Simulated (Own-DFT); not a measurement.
## Calculated data, Al$_{3}$GaN$_{4}$ (wurtzite random alloy, strained, atoms displaced)

Computed with Own-DFT development build. A calculation, not a measurement: plane-wave density functional theory by an unreviewed code, no spin, of a simulated periodic cell, stress positive in tension, run twice, with PBE and with PBEsol, both on files made for PBE, so the change isn't that of files made for PBEsol, forces on such cells passed a denser k mesh, this cell's mesh not checked; the far tail of each file's local potential was reset to the Coulomb form; each entry is a single point on an unrelaxed cell, so the pressure reflects the starting lattice, mostly measured values (interpolated for alloys), from which strain is counted, and rises with the displacements; printed positions are rounded, which can move forces by about a meV/angstrom; the program, named Own-DFT, is a retired in-house code; no spin-orbit coupling; stress was not checked against mesh or cutoff.

```cif
# cell vector a (Å): 9.4877 0.0000 0.0000
# cell vector b (Å): -4.7438 8.2166 0.0000
# cell vector c (Å): 0.0000 0.0000 10.0655
data_Al3GaN4
_symmetry_space_group_name_H-M 'P 1'
_symmetry_Int_Tables_number 1
_cell_length_a 9.4877
_cell_length_b 9.4877
_cell_length_c 10.0655
_cell_angle_alpha 90.000
_cell_angle_beta 90.000
_cell_angle_gamma 120.000
_cell_volume 784.67
loop_
_atom_site_label
_atom_site_type_symbol
_atom_site_fract_x
_atom_site_fract_y
_atom_site_fract_z
_atom_site_occupancy
Al1 Al 0.11381 0.21834 0.99440 1
Al2 Al 0.21244 0.10677 0.24365 1
N1 N 0.11808 0.23159 0.19363 1
N2 N 0.23244 0.11154 0.44161 1
Ga1 Ga 0.09771 0.21060 0.50173 1
Al3 Al 0.21784 0.11506 0.74567 1
N3 N 0.10579 0.21895 0.68121 1
N4 N 0.22445 0.10901 0.93558 1
Al4 Al 0.11063 0.55241 0.99300 1
Ga2 Ga 0.22150 0.43828 0.25177 1
N5 N 0.12259 0.55718 0.19581 1
N6 N 0.22367 0.45134 0.43588 1
Ga3 Ga 0.11628 0.55970 0.49921 1
Ga4 Ga 0.22331 0.44161 0.75355 1
N7 N 0.10283 0.55429 0.68614 1
N8 N 0.22000 0.43932 0.93473 1
Al5 Al 0.11396 0.88773 0.00236 1
Al6 Al 0.23879 0.77829 0.24419 1
N9 N 0.11215 0.89359 0.19192 1
N10 N 0.22065 0.78115 0.43039 1
Al7 Al 0.11300 0.88936 0.50000 1
Al8 Al 0.22543 0.78227 0.74464 1
N11 N 0.11322 0.88932 0.68852 1
N12 N 0.21980 0.77565 0.93484 1
Al9 Al 0.44089 0.21242 0.99998 1
Al10 Al 0.55917 0.11275 0.24060 1
N13 N 0.45342 0.22755 0.18535 1
N14 N 0.56401 0.10845 0.44604 1
Ga5 Ga 0.43243 0.21217 0.49960 1
Al11 Al 0.55610 0.11616 0.74727 1
N15 N 0.45066 0.22025 0.69159 1
N16 N 0.55056 0.10153 0.94746 1
Ga6 Ga 0.45478 0.56510 0.99878 1
Al12 Al 0.55781 0.44926 0.25070 1
N17 N 0.45541 0.55250 0.19448 1
N18 N 0.55794 0.45090 0.44409 1
Al13 Al 0.43953 0.55265 0.50905 1
Al14 Al 0.56248 0.44958 0.75172 1
N19 N 0.44686 0.55359 0.68915 1
N20 N 0.55565 0.45206 0.94741 1
Al15 Al 0.45879 0.89762 0.01018 1
Al16 Al 0.55636 0.77644 0.24822 1
N21 N 0.44217 0.89129 0.19014 1
N22 N 0.54761 0.77044 0.43651 1
Al17 Al 0.43532 0.87875 0.49808 1
Ga7 Ga 0.55526 0.78033 0.74223 1
N23 N 0.43616 0.88199 0.69699 1
N24 N 0.54849 0.77457 0.94429 1
Al18 Al 0.77565 0.22104 0.99884 1
Al19 Al 0.90045 0.11637 0.24369 1
N25 N 0.77434 0.21976 0.19540 1
N26 N 0.89841 0.12188 0.44101 1
Al20 Al 0.77493 0.21895 0.49553 1
Al21 Al 0.88949 0.10727 0.74568 1
N27 N 0.77548 0.22200 0.69361 1
N28 N 0.88528 0.11254 0.93463 1
Al22 Al 0.77860 0.55099 0.99572 1
Al23 Al 0.88355 0.43384 0.25506 1
N29 N 0.77999 0.55359 0.19681 1
N30 N 0.89275 0.45072 0.43607 1
Al24 Al 0.78221 0.56914 0.49270 1
Ga8 Ga 0.89254 0.45355 0.74703 1
N31 N 0.77854 0.55884 0.68514 1
N32 N 0.88705 0.43987 0.94290 1
Al25 Al 0.76877 0.88560 0.99871 1
Al26 Al 0.88785 0.77336 0.25231 1
N33 N 0.77169 0.89111 0.19261 1
N34 N 0.88707 0.77216 0.43674 1
Al27 Al 0.77563 0.88769 0.49822 1
Ga9 Ga 0.89548 0.78808 0.74548 1
N35 N 0.77634 0.89466 0.68806 1
N36 N 0.89212 0.77250 0.94334 1
_calc_functional 'PBE, then PBEsol'
_calc_potential_files 'PseudoDojo norm-conserving, scalar-relativistic, standard set'
_calc_wave_cutoff 42  # hartree
_calc_occupations 'Fermi-Dirac'
_calc_smearing_width 0.1  # eV
_calc_k_mesh '4 x 4 x 3 centred on Gamma'
_calc_PBE_pressure 2.58  # GPa
_calc_PBE_stress_xx -2.39  # GPa
_calc_PBE_stress_yy -1.22  # GPa
_calc_PBE_stress_zz -4.14  # GPa
_calc_PBE_stress_yz 0.02  # GPa
_calc_PBE_stress_xz -0.23  # GPa
_calc_PBE_stress_xy -0.94  # GPa
_calc_PBEsol_pressure -0.47  # GPa
_calc_PBEsol_stress_xx 0.62  # GPa
_calc_PBEsol_stress_yy 1.75  # GPa
_calc_PBEsol_stress_zz -0.97  # GPa
_calc_PBEsol_stress_yz 0.02  # GPa
_calc_PBEsol_stress_xz -0.21  # GPa
_calc_PBEsol_stress_xy -0.93  # GPa
_calc_rms_change_of_force_components_from_PBE_to_PBEsol 0.07  # eV/angstrom
```

Force:
```
force element  PBE force x (eV/Å)  PBE force y (eV/Å)  PBE force z (eV/Å)  PBEsol force x (eV/Å)  PBEsol force y (eV/Å)  PBEsol force z (eV/Å)
           Al              -0.616               0.397               0.398                 -0.613                  0.394                  0.403
           Al               2.062               1.156               1.024                  2.067                  1.189                   1.03
            N               0.068              -3.372              -2.193                  0.074                 -3.111                 -2.113
            N              -3.961              -2.311              -1.919                 -3.847                 -2.115                 -1.789
           Ga               3.157               2.727              -1.453                  3.064                  2.683                 -1.398
           Al               1.562              -0.362                0.06                  1.554                 -0.351                  0.041
            N               0.532              -0.454                3.09                   0.52                   -0.3                  2.903
            N              -0.646              -0.039               0.287                 -0.634                 -0.053                  0.283
           Al               0.146               0.568               1.195                  0.159                  0.565                  1.182
           Ga               0.908               2.624              -0.034                  0.865                  2.561                 -0.016
            N              -1.898               0.014              -1.969                 -1.747                 -0.101                 -1.889
            N               1.411              -1.039               2.166                  1.245                 -1.071                  2.052
           Ga              -0.892              -0.374              -0.971                 -0.884                 -0.393                 -0.955
           Ga              -0.754               0.471              -1.849                 -0.733                  0.466                 -1.791
            N               2.163                1.58               0.961                  2.103                  1.418                  0.888
            N              -0.224              -0.184                2.19                 -0.104                  -0.11                  2.017
           Al              -0.058              -0.528              -0.505                 -0.055                 -0.514                 -0.521
           Al               -3.25               -1.03               0.606                 -3.262                 -1.032                  0.596
            N               0.216              -0.964              -0.381                  0.229                  -0.99                 -0.358
            N               0.361               0.779               1.023                  0.348                  0.615                  1.065
           Al               0.075              -0.237              -0.939                   0.05                 -0.247                 -0.933
           Al              -0.887              -1.278               1.361                 -0.904                 -1.302                  1.355
            N               0.521               1.213              -0.725                  0.361                  1.127                  -0.65
            N               0.503               0.208               0.954                  0.521                  0.221                  0.953
           Al              -0.131               1.514              -0.151                  -0.14                  1.524                 -0.172
           Al              -0.924              -0.035               1.964                 -0.937                 -0.047                  1.965
            N              -1.072              -0.794               0.779                 -1.075                 -0.782                  0.789
            N              -1.344              -1.284              -1.469                 -1.479                 -1.235                 -1.432
           Ga               3.881               2.761               0.427                  3.782                  2.699                  0.435
           Al               1.009              -1.294               0.574                  1.023                 -1.314                  0.585
            N              -2.045                0.81               1.172                 -2.063                  0.812                  0.998
            N               0.338               1.886              -1.175                  0.337                  1.888                 -1.178
           Ga              -1.392              -1.949               1.376                 -1.344                  -1.91                  1.334
           Al               1.386               -1.15               0.721                  1.398                 -1.183                  0.718
            N              -1.828               1.523              -0.644                 -1.964                  1.463                 -0.752
            N              -0.245              -0.241              -0.382                  -0.25                 -0.364                 -0.335
           Al               0.443              -0.317              -2.506                  0.424                 -0.316                 -2.503
           Al               -0.07              -0.597              -0.133                 -0.082                 -0.595                 -0.121
            N               0.221              -0.216               0.838                  0.085                 -0.129                  0.962
            N               2.253              -2.103              -1.965                  2.057                 -2.001                 -1.872
           Al              -1.735              -2.221              -1.942                 -1.743                 -2.244                 -1.952
           Al               -0.41              -0.581               0.489                 -0.441                 -0.578                  0.468
            N               2.286               0.507               0.222                  2.305                  0.521                  0.241
            N               0.487               0.758               1.031                  0.489                  0.738                  1.027
           Al               0.527               1.269               0.038                  0.525                  1.253                  0.055
           Ga              -0.224              -0.582               1.297                 -0.232                 -0.582                  1.283
            N               0.203               1.698              -1.969                  0.389                  1.627                  -1.91
            N               0.632               2.532              -0.712                  0.629                    2.3                 -0.782
           Al               0.113               0.086               0.088                   0.11                  0.079                  0.084
           Al              -1.611              -0.538               0.839                 -1.603                 -0.525                  0.839
            N               1.546              -0.117              -1.281                  1.546                 -0.126                 -1.272
            N              -2.872              -3.093              -1.854                  -2.65                 -2.974                 -1.761
           Al               0.405               1.667               1.037                  0.435                  1.705                  1.048
           Al              -1.441               1.431               0.372                 -1.429                  1.445                  0.369
            N               0.575              -0.652              -0.719                  0.581                 -0.496                 -0.672
            N               0.948              -0.686               0.917                   0.94                  -0.68                  0.917
           Al              -0.248               0.426               1.411                 -0.253                  0.425                  1.396
           Al               0.448               1.962              -0.895                  0.476                   1.96                 -0.919
            N               0.157               0.052               -1.01                  0.157                  0.043                 -1.002
            N              -0.882              -1.077               1.112                 -0.746                 -0.987                  1.188
           Al               0.346              -3.494               0.828                   0.37                 -3.499                  0.836
           Ga              -0.756               -1.52               0.262                 -0.724                 -1.486                  0.247
            N              -0.836               0.494              -0.075                 -0.675                  0.559                  0.018
            N               -0.05               0.129               0.318                 -0.043                  0.136                  0.161
           Al               1.438               0.175               0.111                  1.448                  0.167                  0.085
           Al               0.048               0.204               -1.26                  0.039                  0.219                 -1.271
            N               1.381               0.322              -0.406                  1.382                  0.317                 -0.397
            N              -0.285               3.216               0.566                 -0.282                  3.227                  0.566
           Al              -0.382                0.09              -0.929                 -0.371                  0.088                 -0.937
           Ga              -0.301              -1.444               1.013                 -0.279                  -1.43                  0.998
            N               0.652              -0.027              -0.882                  0.634                 -0.205                 -0.773
            N              -1.135               0.934               0.181                 -1.132                  0.942                  0.046
```
